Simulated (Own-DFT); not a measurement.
# How strain changes the stress of wurtzite GaN, 96 atoms (Ga48N48)

These are calculations, not measurements. The program, named Own-DFT, is a retired in-house plane-wave density functional code that no person has reviewed. Each row is one single-point run on a periodic cell that was not relaxed, without spin or spin-orbit coupling.

Settings of every run: PBE; PseudoDojo norm-conserving scalar-relativistic files (stringent for Ga); cutoff 96 hartree; 3 x 4 x 3 k mesh centred on Gamma; Gaussian smearing of 0.01 eV.

Known limits: forces on such cells passed a denser k mesh, each cell not checked; stress not checked against mesh or cutoff.

Unstrained cell vectors in Å: (12.756, 0.000, 0.000); (-4.784, 8.285, 0.000); (0.000, 0.000, 10.370). The unstrained cell has measured lattice constants (interpolated for alloys), not those of this functional. That, the random moves and any unrelaxed bonds set the pressure at no strain. Each run strains this cell uniformly, with the atoms carried along. Every atom was also moved at random, by a Gaussian of width 0.05 Å on each axis. Strain is the symmetric tensor, in per cent. Stress is positive in tension, and the pressure is minus a third of its trace.

```
run  e_xx (%)  e_yy (%)  e_zz (%)  e_yz (%)  e_xz (%)  e_xy (%)  s_xx (GPa)  s_yy (GPa)  s_zz (GPa)  s_yz (GPa)  s_xz (GPa)  s_xy (GPa)  P (GPa)  E (meV/atom)
  1      0.56      0.40     -0.92      0.23      0.48     -0.05       -4.37       -5.43      -10.94        0.74        0.18        0.73     6.91           0.0
  2      1.32     -0.27     -0.90      1.29      1.09     -1.73       -2.64       -8.39      -10.47        2.51        2.63       -4.32     7.17          14.6
  3     -1.57     -1.13      0.87     -1.10     -1.12      0.91      -16.31      -12.15       -5.72       -2.74       -3.12        2.10    11.39          34.7
  4      0.46      1.69      1.14      0.02     -1.98     -1.21       -2.97        1.36       -2.18       -0.08       -3.99       -2.97     1.26           6.1
  5     -1.15     -0.90      1.46      0.45      1.40     -1.72      -12.54      -10.54       -3.20        0.78        2.86       -4.42     8.76          28.3
  6      0.44     -0.85     -1.07     -1.77     -1.34     -0.21       -5.22      -12.84      -12.26       -4.39       -2.51       -0.29    10.11          20.1
  7     -1.74      0.51      0.12     -0.77     -0.73      0.07      -13.13       -7.49       -8.03       -0.80       -2.07        0.57     9.55          17.5
  8      1.49      1.66     -0.02     -0.76     -1.66     -1.02       -0.58        1.16       -5.00       -1.84       -3.04       -1.83     1.47           6.8
  9     -0.40      1.80     -1.77     -0.43      1.12      1.35       -7.27       -2.36      -15.43       -0.93        2.13        3.32     8.35          26.8
 10     -0.36     -1.06     -0.30      0.96      1.64     -1.70       -9.37      -10.21      -11.89        1.85        3.65       -5.49    10.49          17.4
 11      1.74      0.05      0.04      0.89     -0.81      0.88       -0.06       -4.43       -6.69        2.46       -1.97        3.26     3.72           0.7
 12      1.62     -1.34     -1.44     -0.32     -1.16      0.30       -3.24      -10.70      -14.91       -0.32       -2.40        0.03     9.62          19.6
 13     -0.13     -0.10     -1.75     -1.72      1.94      0.94       -9.60       -9.56      -15.22       -4.00        4.53        2.56    11.46          30.5
 14      0.80     -1.29     -0.33      0.57     -1.18      1.87       -4.88      -13.23       -8.85        1.22       -2.37        6.05     8.99          11.5
 15     -1.12      1.31     -0.77     -1.29     -0.76     -1.76      -10.93       -3.80      -12.51       -3.40       -1.15       -5.49     9.08          31.7
 16      0.42      0.85      1.72      1.81     -0.67      1.53           ?           ?           ?           ?           ?           ?        ?             ?
```

E is the free energy for each atom above the lowest run shown.

## Worked fit

Each stress component was fitted by least squares to a constant and the strains of the runs shown, as fractions, with shears doubled. Shear strains stay in the fit of a normal stress only where such slopes are resolved. The slopes, in GPa:

| stress | at no strain | per e_xx | per e_yy | per e_zz | scatter |
|---|---|---|---|---|---|
| s_xx | -7.4 | 408 ± 23 | 105 ± 22 | 24 ± 26 | 0.94 |
| s_yy | -7.1 | 115 ± 25 | 395 ± 25 | 108 ± 30 | 1.05 |
| s_zz | -8.0 | 87 ± 21 | 61 ± 21 | 442 ± 25 | 0.88 |

Each shear stress against twice its own strain: yz 121 ± 9, xz 108 ± 6, xy 146 ± 7 GPa. These are stiffnesses along x, y and z of the frame in which the cell vectors are given, which need not be the crystal's axes. The atoms are held to the strained lattice; where symmetry lets them move under strain, relaxing them would lower some slopes. The table should be nearly symmetric about its diagonal, and what it lacks of that shows the noise. A ninth of its sum, 194 ± 4 GPa, estimates the bulk modulus near the mean pressure of these runs, 7.9 GPa, so it lies above the value at zero pressure.

## Withheld run

Question: what normal stresses and pressure should run 16 give?

The fit gives s_xx = -4.3, s_yy = -1.4, s_zz = 0.5 and P = 1.7 GPa. The calculation gave -4.57, -1.67, 1.44 and P = 1.60 GPa.
